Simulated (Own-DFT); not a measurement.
## Calculated data, Si4SnGe11 (diamond-structure random alloy, strained, atoms displaced)

All values are calculated (Own-DFT development build). A calculation, not a measurement: plane-wave density functional theory by an unreviewed code, no spin, of a simulated periodic cell, stress positive in tension, run twice, with PBE and with PBEsol, both on files made for PBE, so the change isn't that of files made for PBEsol, forces on such cells moved up to 12 meV/angstrom on a denser k mesh; the far tail of each file's local potential was reset to the Coulomb form; each entry is a single point on an unrelaxed cell, so the pressure reflects the starting lattice, mostly measured values (interpolated for alloys), from which strain is counted, and rises with the displacements; printed positions are rounded, which can move forces by about a meV/angstrom; the program, named Own-DFT, is a retired in-house code; no spin-orbit coupling; stress was not checked against mesh or cutoff.

Settings shared by all entries: functional PBE, then PBEsol; potential files PseudoDojo norm-conserving, scalar-relativistic, standard set; wave cutoff 49 hartree; occupations Fermi-Dirac; smearing width 0.1 eV; k mesh 3 x 3 x 3 centred on Gamma.

(1) Si4SnGe11 (diamond-structure random alloy, strained, atoms displaced)

```
cell vectors (Å)
  11.2216     0.0000     0.0000
   0.0000    11.2216     0.0000
   0.0000     0.0000    11.3064
atoms (fractions of the cell vectors)
Si  0.99808  0.99127  0.00251
Si  0.00056  0.25476  0.24884
Ge  0.25016  0.99843  0.24854
Ge  0.25325  0.25650  0.99470
Ge  0.12154  0.12360  0.12911
Ge  0.11366  0.36991  0.37304
Si  0.37236  0.12291  0.37438
Si  0.37836  0.36795  0.12992
Ge  0.99842  0.99799  0.50956
Si  0.00118  0.24113  0.74093
Ge  0.25052  0.99778  0.74478
Si  0.24787  0.24810  0.49713
Ge  0.13111  0.11619  0.62774
Ge  0.12370  0.37215  0.87472
Ge  0.38114  0.12730  0.86932
Ge  0.38415  0.37418  0.62118
Ge  0.99730  0.49706  0.00185
Ge  0.99565  0.75009  0.24825
Ge  0.25379  0.50386  0.24864
Ge  0.25201  0.74903  0.99303
Ge  0.12854  0.62622  0.12418
Ge  0.12685  0.86851  0.37945
Ge  0.37713  0.62470  0.37808
Si  0.37119  0.87067  0.12426
Ge  0.99421  0.50397  0.49977
Ge  0.00770  0.74579  0.75180
Ge  0.24987  0.50094  0.75947
Si  0.24574  0.74807  0.49980
Si  0.12289  0.62023  0.62908
Si  0.13008  0.87858  0.87623
Sn  0.37244  0.62454  0.87374
Ge  0.38630  0.88315  0.62344
Ge  0.49586  0.00307  0.00362
Ge  0.50776  0.24662  0.24713
Ge  0.74412  0.99773  0.25564
Ge  0.74007  0.25476  0.99931
Ge  0.62022  0.11833  0.12190
Sn  0.63168  0.37938  0.38885
Ge  0.87769  0.11604  0.37726
Ge  0.87700  0.38278  0.12428
Si  0.50340  0.00126  0.50394
Ge  0.50286  0.25487  0.75088
Ge  0.75413  0.99602  0.74828
Ge  0.74417  0.23409  0.50621
Si  0.62696  0.12443  0.61941
Si  0.62644  0.38214  0.87848
Ge  0.87793  0.12315  0.87458
Ge  0.87073  0.37269  0.61838
Si  0.50392  0.50768  0.99574
Ge  0.49277  0.75459  0.24938
Ge  0.74710  0.50530  0.24654
Ge  0.75133  0.74881  0.00049
Ge  0.62001  0.61750  0.13069
Ge  0.61978  0.86359  0.37389
Sn  0.87608  0.62081  0.37370
Ge  0.88604  0.86569  0.12411
Ge  0.49933  0.49746  0.48733
Si  0.49796  0.74647  0.75808
Ge  0.74083  0.50069  0.74897
Sn  0.74679  0.75127  0.49133
Si  0.62440  0.61952  0.63217
Ge  0.61978  0.88609  0.86929
Ge  0.88215  0.62352  0.87724
Ge  0.87680  0.87483  0.62211
```

- PBE pressure: 5.87 GPa
- PBE stress xx: -6.23 GPa
- PBE stress yy: -6 GPa
- PBE stress zz: -5.37 GPa
- PBE stress yz: 0.91 GPa
- PBE stress xz: -0.51 GPa
- PBE stress xy: 0.74 GPa
- PBEsol pressure: 3.12 GPa
- PBEsol stress xx: -3.46 GPa
- PBEsol stress yy: -3.25 GPa
- PBEsol stress zz: -2.63 GPa
- PBEsol stress yz: 0.87 GPa
- PBEsol stress xz: -0.48 GPa
- PBEsol stress xy: 0.72 GPa
- rms change of force components from PBE to PBEsol: 0.053 eV/Å

Force:
```tsv
force element	PBE force x (eV/Å)	PBE force y (eV/Å)	PBE force z (eV/Å)	PBEsol force x (eV/Å)	PBEsol force y (eV/Å)	PBEsol force z (eV/Å)
Si	0.749	0.846	-0.53	0.688	0.863	-0.476
Si	-1.109	-1.049	-0.279	-1.08	-1.019	-0.275
Ge	0.22	-0.288	0.491	0.145	-0.274	0.472
Ge	0.191	-0.859	0.947	0.15	-0.851	0.874
Ge	-0.022	0.298	-0.945	0.04	0.273	-0.908
Ge	1.487	0.762	0.633	1.44	0.809	0.636
Si	0.571	0.144	0.326	0.568	0.131	0.245
Si	0.247	1.1	-0.873	0.223	1.045	-0.828
Ge	0.975	-0.026	-1.078	0.933	-0.034	-1.038
Si	-0.014	0.821	0.604	-0.019	0.799	0.588
Ge	0.834	-0.467	1.294	0.84	-0.412	1.203
Si	0.283	-0.139	0.047	0.235	-0.095	0.082
Ge	-0.452	1.568	-0.928	-0.436	1.44	-0.894
Ge	-0.923	-0.354	-0.573	-0.841	-0.311	-0.515
Ge	-0.943	-0.121	0.318	-0.912	-0.108	0.31
Ge	-1.627	0.122	-0.12	-1.534	0.135	-0.085
Ge	1.205	0.435	-0.405	1.156	0.429	-0.393
Ge	2.477	0.108	-0.015	2.396	0.11	-0.028
Ge	-0.094	-1.169	0.127	-0.12	-1.089	0.145
Ge	-1.605	1.925	1.981	-1.558	1.795	1.925
Ge	-0.393	0.124	-0.173	-0.383	0.119	-0.163
Ge	-0.441	0.564	-0.4	-0.47	0.58	-0.433
Ge	-1.089	0.876	-0.202	-1.013	0.808	-0.239
Si	-0.19	0.576	-0.409	-0.19	0.559	-0.399
Ge	2.177	-1.888	1.83	2.066	-1.874	1.732
Ge	-0.118	0.778	-0.034	-0.181	0.749	-0.025
Ge	-1.605	-2.013	-3.018	-1.538	-1.976	-2.883
Si	0.769	-0.419	1.077	0.782	-0.373	1.014
Si	0.833	0.175	-0.556	0.775	0.136	-0.503
Si	-0.517	-0.051	-0.037	-0.462	-0.092	-0.078
Sn	1.226	-0.008	0.542	1.083	-0.011	0.538
Ge	-0.858	-1.858	0.258	-0.878	-1.776	0.296
Ge	-0.705	-0.974	-0.442	-0.634	-0.898	-0.468
Ge	-1.303	-0.234	0.549	-1.211	-0.245	0.522
Ge	0.673	-0.62	-0.862	0.645	-0.605	-0.823
Ge	1.095	-0.398	0.099	1.089	-0.424	0.131
Ge	1.047	0.54	0.443	1.003	0.538	0.435
Sn	1.434	-2.195	-2.584	1.383	-2.135	-2.52
Ge	0.063	1.02	-0.454	0.02	0.954	-0.396
Ge	-0.903	-1.414	0.532	-0.903	-1.322	0.482
Si	0.07	0.677	-1.409	0.055	0.582	-1.39
Ge	1.189	-0.233	-0.245	1.084	-0.226	-0.246
Ge	-0.348	0.96	-0.483	-0.313	0.905	-0.44
Ge	2.245	0.312	-0.434	2.231	0.373	-0.468
Si	-1.066	-1.169	1.959	-0.995	-1.102	1.964
Si	-0.759	-0.067	-0.19	-0.697	-0.109	-0.229
Ge	-0.04	0.209	0.32	-0.101	0.188	0.3
Ge	0.037	-0.531	1.015	0.009	-0.489	0.945
Si	0.297	-2.433	1.666	0.277	-2.311	1.651
Ge	-0.121	-0.815	-0.541	-0.063	-0.836	-0.467
Ge	0.224	-1.377	-0.994	0.218	-1.325	-0.966
Ge	-0.622	0.079	-0.167	-0.578	0.069	-0.149
Ge	-0.297	1.548	-1.039	-0.238	1.53	-0.959
Ge	-2.002	3.191	-1.097	-1.911	3.067	-1.102
Sn	0.718	-0.287	-1.844	0.698	-0.276	-1.803
Ge	-1.936	1.33	-0.334	-1.9	1.225	-0.281
Ge	-1.651	2.546	3.59	-1.629	2.447	3.464
Si	1.835	1.615	-2.379	1.765	1.629	-2.298
Ge	1.506	-0.472	0.506	1.527	-0.471	0.488
Sn	-0.688	-0.275	3.72	-0.638	-0.229	3.571
Si	-1.647	0.73	-0.525	-1.577	0.673	-0.548
Ge	0.137	-1.372	0.734	0.167	-1.295	0.738
Ge	-1.07	0.041	-0.488	-1.029	0.044	-0.459
Ge	0.345	-0.449	1.478	0.34	-0.411	1.428
```

(2) Si4SnGe11 (diamond-structure random alloy, strained, atoms displaced)

```
cell vectors (Å)
  11.2216     0.0000     0.0000
   0.0000    11.2216     0.0000
   0.0000     0.0000    11.3064
atoms (fractions of the cell vectors)
Ge  0.99700  0.00578  0.00575
Ge  0.99928  0.25192  0.25807
Ge  0.24636  0.99778  0.24034
Ge  0.25401  0.24859  0.99030
Ge  0.12523  0.12347  0.12404
Ge  0.11937  0.37278  0.37618
Ge  0.37297  0.12697  0.37550
Ge  0.37498  0.37189  0.11792
Si  0.99812  0.00086  0.49800
Ge  0.00043  0.25435  0.75216
Si  0.25525  0.00077  0.74663
Ge  0.24738  0.24461  0.49904
Si  0.13118  0.13049  0.62230
Si  0.12450  0.38054  0.87640
Ge  0.37538  0.12471  0.87649
Ge  0.38076  0.37008  0.62270
Ge  0.99290  0.50026  0.99172
Ge  0.98823  0.75627  0.25283
Ge  0.24562  0.49847  0.25009
Si  0.24611  0.75871  0.00338
Si  0.12354  0.63036  0.12092
Ge  0.12511  0.87530  0.38178
Ge  0.38052  0.62894  0.36547
Ge  0.37732  0.87818  0.12062
Si  0.99571  0.50029  0.50256
Ge  0.00177  0.75201  0.75782
Si  0.25097  0.49817  0.75135
Ge  0.24181  0.75516  0.50425
Ge  0.11891  0.62916  0.62277
Ge  0.12227  0.88135  0.87642
Ge  0.37420  0.62158  0.86945
Ge  0.37549  0.87867  0.62695
Ge  0.49464  0.00157  0.99774
Ge  0.49500  0.24831  0.24430
Ge  0.74777  0.99027  0.24453
Ge  0.75284  0.25539  0.98847
Ge  0.62019  0.12284  0.11872
Ge  0.61621  0.37086  0.37867
Ge  0.87986  0.12835  0.37364
Ge  0.88086  0.37356  0.12442
Sn  0.49861  0.00872  0.50208
Sn  0.49427  0.25120  0.74712
Si  0.74378  0.99828  0.74829
Ge  0.75526  0.25414  0.49440
Sn  0.62262  0.11987  0.62342
Ge  0.62618  0.37493  0.86987
Si  0.88085  0.12056  0.87519
Ge  0.87381  0.36915  0.62375
Ge  0.49373  0.49571  0.99759
Ge  0.50389  0.75467  0.24629
Ge  0.74562  0.50098  0.25254
Si  0.75424  0.75779  0.00396
Ge  0.62646  0.63020  0.12641
Ge  0.62431  0.87194  0.37572
Sn  0.87687  0.62761  0.38491
Si  0.88773  0.86612  0.12828
Ge  0.49727  0.49900  0.50614
Ge  0.49690  0.74492  0.74666
Si  0.74480  0.49628  0.75167
Si  0.74745  0.74865  0.50120
Si  0.62838  0.62465  0.62292
Ge  0.62755  0.87159  0.87725
Si  0.87422  0.62694  0.87557
Ge  0.86786  0.87397  0.62200
```

* PBE pressure: 5.76 GPa
* PBE stress xx: -5.86 GPa
* PBE stress yy: -5.91 GPa
* PBE stress zz: -5.5 GPa
* PBE stress yz: 0.95 GPa
* PBE stress xz: -0.87 GPa
* PBE stress xy: 0.06 GPa
* PBEsol pressure: 3.01 GPa
* PBEsol stress xx: -3.12 GPa
* PBEsol stress yy: -3.17 GPa
* PBEsol stress zz: -2.75 GPa
* PBEsol stress yz: 0.91 GPa
* PBEsol stress xz: -0.84 GPa
* PBEsol stress xy: 0.07 GPa
* rms change of force components from PBE to PBEsol: 0.051 eV/Å

Force:
```tsv
force element	PBE force x (eV/Å)	PBE force y (eV/Å)	PBE force z (eV/Å)	PBEsol force x (eV/Å)	PBEsol force y (eV/Å)	PBEsol force z (eV/Å)
Ge	-0.229	-0.811	-0.205	-0.142	-0.786	-0.187
Ge	0.387	-0.378	-1.602	0.369	-0.364	-1.542
Ge	0.405	-0.102	1.435	0.392	-0.089	1.386
Ge	-1.417	0.441	0.744	-1.322	0.391	0.755
Ge	0.009	1.345	0.02	0.015	1.276	0.018
Ge	0.54	0.94	0.914	0.554	0.867	0.847
Ge	-1.464	0.496	-2.129	-1.419	0.493	-2.058
Ge	-0.767	0.17	0.722	-0.73	0.157	0.69
Si	0.387	0.465	0.803	0.347	0.423	0.75
Ge	0.759	-0.809	0.133	0.698	-0.751	0.089
Si	-1.018	0.513	0.356	-0.957	0.472	0.382
Ge	0.203	1.048	-0.19	0.247	1.046	-0.234
Si	-1.091	-1.387	0.85	-1.062	-1.286	0.822
Si	0.385	-0.167	-0.545	0.332	-0.203	-0.49
Ge	-1.142	-1.422	-0.246	-1.077	-1.345	-0.195
Ge	-3.323	2.131	-1.257	-3.187	2.044	-1.253
Ge	1.05	0.57	0.787	0.99	0.515	0.811
Ge	3.305	-0.635	-0.141	3.229	-0.643	-0.048
Ge	0.039	0.391	-0.682	0.067	0.352	-0.633
Si	0.212	-0.987	-0.547	0.243	-0.916	-0.572
Si	-0.374	-0.081	0.229	-0.407	-0.125	0.266
Ge	-0.719	0.821	-1.198	-0.664	0.756	-1.188
Ge	-0.923	-0.302	1.162	-0.891	-0.302	1.121
Ge	-0.453	-0.609	0.214	-0.403	-0.542	0.237
Si	1.572	-1.509	1.341	1.541	-1.485	1.316
Ge	-0.836	-0.132	-0.666	-0.771	-0.096	-0.681
Si	-0.614	-0.14	-0.793	-0.552	-0.096	-0.814
Ge	1.493	-0.779	-0.287	1.427	-0.741	-0.28
Ge	0.37	-1.166	0.815	0.371	-1.054	0.794
Ge	0.858	0.425	0.061	0.771	0.406	0.057
Ge	-0.944	0.5	0.874	-0.84	0.486	0.847
Ge	-1.05	-1.175	0.668	-0.985	-1.174	0.618
Ge	0.795	-0.407	-0.33	0.767	-0.381	-0.306
Ge	0.331	-0.077	0.384	0.315	-0.077	0.374
Ge	0.813	0.601	-0.141	0.745	0.606	-0.107
Ge	0.435	-1.086	0.891	0.383	-1.017	0.888
Ge	0.941	0.388	0.124	0.89	0.366	0.119
Ge	0.365	0.393	-0.665	0.365	0.385	-0.64
Ge	-0.896	-1.355	0.063	-0.89	-1.257	0.034
Ge	-0.926	0.207	0.178	-0.898	0.205	0.164
Sn	-2.431	-3.775	-3.463	-2.386	-3.684	-3.38
Sn	0.429	0.071	2.088	0.414	0.072	2.031
Si	2.053	-0.853	1.672	1.978	-0.876	1.612
Ge	-0.227	-0.264	-0.358	-0.217	-0.251	-0.347
Sn	4.93	2.643	1.612	4.75	2.625	1.529
Ge	0.146	1.181	0.996	0.107	1.101	1.012
Si	-1.163	0.176	-0.828	-1.104	0.206	-0.779
Ge	-0.03	1.37	0.486	-0.032	1.259	0.466
Ge	1.239	0.913	-0.035	1.188	0.876	-0.042
Ge	-0.259	0.073	-0.172	-0.246	0.064	-0.16
Ge	-0.317	-0.963	-0.547	-0.315	-0.926	-0.531
Si	0.512	-0.919	-0.062	0.416	-0.898	-0.064
Ge	0.108	-0.482	-1.005	0.075	-0.491	-0.921
Ge	0.703	-0.428	-0.059	0.654	-0.383	-0.11
Sn	-0.872	-0.655	-0.863	-0.851	-0.622	-0.943
Si	-2.152	1.852	-1.594	-2.061	1.856	-1.514
Ge	0.45	1.008	-0.748	0.411	0.923	-0.758
Ge	0.88	0.137	-0.052	0.813	0.161	-0.017
Si	0.953	1.198	-0.615	0.931	1.092	-0.596
Si	-1.461	0.943	1.138	-1.393	0.977	1.071
Si	0.007	-0.247	0.406	-0.074	-0.251	0.401
Ge	-0.237	0.229	-0.304	-0.301	0.235	-0.3
Si	-1.211	0.09	-0.331	-1.113	0.081	-0.328
Ge	0.482	0.375	0.499	0.495	0.338	0.511
```

(3) Si4SnGe11 (diamond-structure random alloy, strained, atoms displaced)

```
cell vectors (Å)
  11.2216     0.0000     0.0000
   0.0000    11.2216     0.0000
   0.0000     0.0000    11.3064
atoms (fractions of the cell vectors)
Si  0.99906  0.99353  0.99437
Ge  0.99652  0.25031  0.25811
Ge  0.24829  0.00410  0.25103
Si  0.26194  0.25346  0.00583
Si  0.13239  0.12009  0.12317
Ge  0.12103  0.37241  0.37711
Ge  0.38195  0.12699  0.37289
Ge  0.37028  0.37381  0.12195
Si  0.99840  0.99996  0.50115
Ge  0.00468  0.24210  0.75208
Ge  0.25214  0.00139  0.74796
Ge  0.24775  0.25339  0.50560
Ge  0.12214  0.12423  0.62348
Ge  0.12478  0.37522  0.88327
Si  0.37799  0.12447  0.87812
Si  0.37770  0.37019  0.62601
Ge  0.00311  0.49723  0.00594
Ge  0.00431  0.75202  0.24932
Ge  0.25546  0.50241  0.25202
Ge  0.24929  0.75104  0.99805
Ge  0.12037  0.61800  0.13169
Ge  0.12403  0.86927  0.37518
Ge  0.37415  0.62255  0.37733
Ge  0.36744  0.86980  0.11891
Ge  0.00689  0.49948  0.50915
Ge  0.99859  0.75038  0.74576
Ge  0.24718  0.50057  0.74988
Si  0.24888  0.74725  0.49941
Ge  0.12194  0.62394  0.62391
Ge  0.12508  0.87398  0.87084
Si  0.37463  0.61922  0.87651
Ge  0.37781  0.87585  0.62305
Ge  0.49528  0.99554  0.00521
Ge  0.50176  0.24947  0.25065
Ge  0.74892  0.00800  0.24593
Ge  0.74744  0.24379  0.99311
Sn  0.62436  0.13382  0.13208
Si  0.62421  0.37464  0.36584
Ge  0.87252  0.12911  0.37498
Ge  0.87635  0.37319  0.12162
Sn  0.49278  0.99715  0.49885
Si  0.50501  0.24990  0.73485
Ge  0.75397  0.99339  0.75649
Si  0.74515  0.25370  0.49538
Si  0.62330  0.12428  0.62328
Sn  0.62521  0.37679  0.88009
Ge  0.88393  0.12078  0.86909
Ge  0.87355  0.37082  0.62352
Si  0.48825  0.49994  0.00381
Si  0.49233  0.75102  0.24873
Ge  0.73554  0.49753  0.25940
Ge  0.74382  0.75395  0.00501
Si  0.63120  0.62727  0.12580
Ge  0.62392  0.88518  0.36608
Ge  0.87217  0.62053  0.37112
Sn  0.87580  0.87458  0.12596
Ge  0.50284  0.49711  0.49425
Ge  0.49836  0.75661  0.74323
Ge  0.74573  0.49385  0.74154
Ge  0.74860  0.74519  0.50189
Ge  0.62420  0.62182  0.62375
Ge  0.63386  0.86485  0.87688
Ge  0.88014  0.62609  0.87115
Si  0.87357  0.86790  0.63234
```

* PBE pressure: 5.68 GPa
* PBE stress xx: -5.78 GPa
* PBE stress yy: -5.88 GPa
* PBE stress zz: -5.39 GPa
* PBE stress yz: 0.75 GPa
* PBE stress xz: -0.17 GPa
* PBE stress xy: -0.1 GPa
* PBEsol pressure: 2.93 GPa
* PBEsol stress xx: -3.02 GPa
* PBEsol stress yy: -3.13 GPa
* PBEsol stress zz: -2.65 GPa
* PBEsol stress yz: 0.72 GPa
* PBEsol stress xz: -0.16 GPa
* PBEsol stress xy: -0.08 GPa
* rms change of force components from PBE to PBEsol: 0.051 eV/Å

Force:
```tsv
force element	PBE force x (eV/Å)	PBE force y (eV/Å)	PBE force z (eV/Å)	PBEsol force x (eV/Å)	PBEsol force y (eV/Å)	PBEsol force z (eV/Å)
Si	1.667	1.556	-0.286	1.601	1.497	-0.321
Ge	0.771	-0.376	-1.734	0.712	-0.335	-1.643
Ge	0.291	-0.613	-0.075	0.322	-0.631	-0.043
Si	-1.656	-1.687	-1.238	-1.622	-1.572	-1.195
Si	-1.034	0.809	-0.552	-1.008	0.782	-0.477
Ge	0.853	0.673	0.106	0.82	0.646	0.119
Ge	-2.386	1.416	-0.6	-2.311	1.361	-0.591
Ge	0.967	0.638	1.222	0.946	0.633	1.264
Si	-0.627	-0.67	0.182	-0.584	-0.62	0.145
Ge	-0.115	1.4	-0.192	-0.123	1.344	-0.184
Ge	0.035	0.302	0.563	-0.003	0.256	0.514
Ge	0.544	-0.258	-0.604	0.48	-0.28	-0.619
Ge	0.419	-0.645	-0.391	0.445	-0.584	-0.339
Ge	0.772	-0.769	-0.397	0.717	-0.706	-0.411
Si	0.267	0.582	-0.756	0.274	0.501	-0.747
Si	-0.189	0.728	-0.209	-0.239	0.765	-0.257
Ge	-0.736	0.481	-0.63	-0.709	0.459	-0.604
Ge	0.029	-1.656	1.017	0.033	-1.614	0.987
Ge	-0.944	-0.851	0.068	-0.921	-0.82	0.062
Ge	-0.7	-1.507	-0.494	-0.699	-1.409	-0.447
Ge	1.08	0.839	-0.479	1.044	0.813	-0.464
Ge	0.386	1.021	0.873	0.37	0.986	0.775
Ge	0.382	0.936	0.068	0.372	0.835	0.06
Ge	0.43	0.435	1.403	0.39	0.455	1.32
Ge	-1.449	-0.519	-1.406	-1.4	-0.505	-1.357
Ge	0.445	0.032	0.372	0.47	-0.019	0.409
Ge	0.723	-0.447	0.161	0.628	-0.429	0.154
Si	0.099	0.025	0.328	0.093	0.018	0.319
Ge	1.111	0.918	0.306	1.033	0.844	0.326
Ge	-0.008	0.161	0.015	0.023	0.118	-0.022
Si	-0.006	0.882	-0.357	-0.059	0.909	-0.4
Ge	-2.71	-1.646	1.036	-2.592	-1.568	1.037
Ge	0.241	-0.243	-1.288	0.246	-0.272	-1.209
Ge	-2.036	2.557	1.353	-2.01	2.437	1.285
Ge	1.066	-0.737	2.123	1.023	-0.712	2.077
Ge	2.935	-0.2	0.194	2.848	-0.177	0.199
Sn	-0.183	-1.313	-2.264	-0.172	-1.288	-2.196
Si	-0.851	-1.057	1.922	-0.871	-0.999	1.842
Ge	-0.208	-0.689	1.075	-0.193	-0.656	0.962
Ge	-1.039	-0.234	0.741	-0.992	-0.235	0.717
Sn	1.898	0.833	-0.014	1.81	0.78	-0.059
Si	-0.942	-0.829	1.203	-0.893	-0.786	1.236
Ge	-0.286	0.564	-1.075	-0.274	0.543	-0.966
Si	-0.232	-0.336	0.233	-0.156	-0.332	0.228
Si	1.432	0.487	0.418	1.42	0.391	0.396
Sn	-1.718	0.266	-0.804	-1.586	0.241	-0.795
Ge	-0.684	-0.368	1.077	-0.698	-0.332	1.002
Ge	0.269	-0.448	-0.136	0.293	-0.388	-0.102
Si	0.791	1.319	0.623	0.786	1.217	0.646
Si	1.004	-0.186	-0.382	0.948	-0.149	-0.347
Ge	1.745	0.729	-2.096	1.773	0.739	-2.042
Ge	0.551	-2.498	-0.746	0.561	-2.368	-0.771
Si	-2.196	-0.443	0.364	-2.079	-0.434	0.352
Ge	0.672	-2.243	-0.382	0.668	-2.137	-0.35
Ge	0.662	0.171	0.805	0.631	0.168	0.791
Sn	0.13	0.676	-0.01	0.073	0.613	0.026
Ge	-0.239	-0.673	0.527	-0.239	-0.582	0.513
Ge	0.348	-1.614	1.342	0.371	-1.535	1.27
Ge	1.444	1.377	0.157	1.402	1.339	0.147
Ge	0.202	0.928	-0.582	0.168	0.851	-0.582
Ge	-0.475	0.279	-0.166	-0.448	0.27	-0.177
Ge	-1.996	1.365	-0.515	-1.915	1.325	-0.496
Ge	-0.926	-0.572	0.493	-0.884	-0.544	0.469
Si	-0.091	0.939	-1.511	-0.118	0.882	-1.438
```
